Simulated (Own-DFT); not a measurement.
# Which defects push the lattice out? 4H SiC

No measurement is shown. These are fixed-geometry runs of a retired plane-wave code named Own-DFT, which no person has reviewed; spin and spin-orbit coupling are neglected.

All runs used: PBE; PseudoDojo norm-conserving scalar-relativistic files; cutoff 42 hartree; 4 x 4 x 3 k mesh centred on Gamma; Fermi-Dirac smearing of 0.1 eV.

Known weak points (not all hold for every row): a neutral cation vacancy leaves holes that likely carry spin, which these runs leave out; not probed for a lower state with spin; forces on such cells failed a check on a denser k mesh; forces on such cells passed a denser k mesh, each cell not checked; stress not checked against mesh or cutoff.

All runs share one cell, with vectors in Å (9.248, 0.000, 0.000); (-4.624, 8.009, 0.000); (0.000, 0.000, 10.068) and a volume of 745.7 Å³. u is the rms random offset of the atoms per axis. The defect's site can differ from row to row.

```
                    cell     formula   u (Å)  P (GPa)
               no defect     C36Si36  0.0318     3.81
               no defect     C36Si36  0.0614     6.24
               no defect     C36Si36  0.0618     6.56
           one C vacancy     C35Si36  0.0283     3.43
           one C vacancy     C35Si36  0.0503     5.01
           one C vacancy     C35Si36  0.0525     5.50
  two N on a C site each   C34N2Si36  0.0312     2.87
  two N on a C site each   C34N2Si36  0.0316     2.62
  two N on a C site each   C34N2Si36  0.0487        ?
  two N on a C site each   C34N2Si36  0.0538     4.63
          one Si vacancy     C36Si35  0.0300     2.99
          one Si vacancy     C36Si35  0.0309     3.07
          one Si vacancy     C36Si35  0.0319     3.09
two Al on a Si site each  Al2C36Si34  0.0302     5.84
two Al on a Si site each  Al2C36Si34  0.0306     5.88
two Al on a Si site each  Al2C36Si34  0.0479     7.32
```

## Fit

P = P0 + c u² + a shift for each defect gives P0 = 2.75 GPa, c = 973 ± 36 GPa/Å² and a scatter of 0.12 GPa. The shifts, and each times the cell's volume:

- two Al on a Si site each: 2.26 ± 0.11 GPa, 10.5 eV (5.3 eV for each of its 2 sites)
- one C vacancy: -0.08 ± 0.10 GPa, -0.4 eV (not resolved)
- one Si vacancy: -0.63 ± 0.12 GPa, -2.9 eV
- two N on a C site each: -0.95 ± 0.11 GPa, -4.4 eV (-2.2 eV for each of its 2 sites)

A positive shift means that the defect pushes the cell outwards. Shift times volume (160.2 GPa Å³ is 1 eV) depends little on the cell's size, so, taken for each site, it can be compared between cells at like pressure. The atoms around the defects weren't relaxed, which would change these numbers.

## Check

Question: what pressure belongs in the blank (two N on a C site each, u = 0.0487 Å)?

The fit gives 4.10 ± 0.14 GPa. The calculation gave 3.90 GPa.
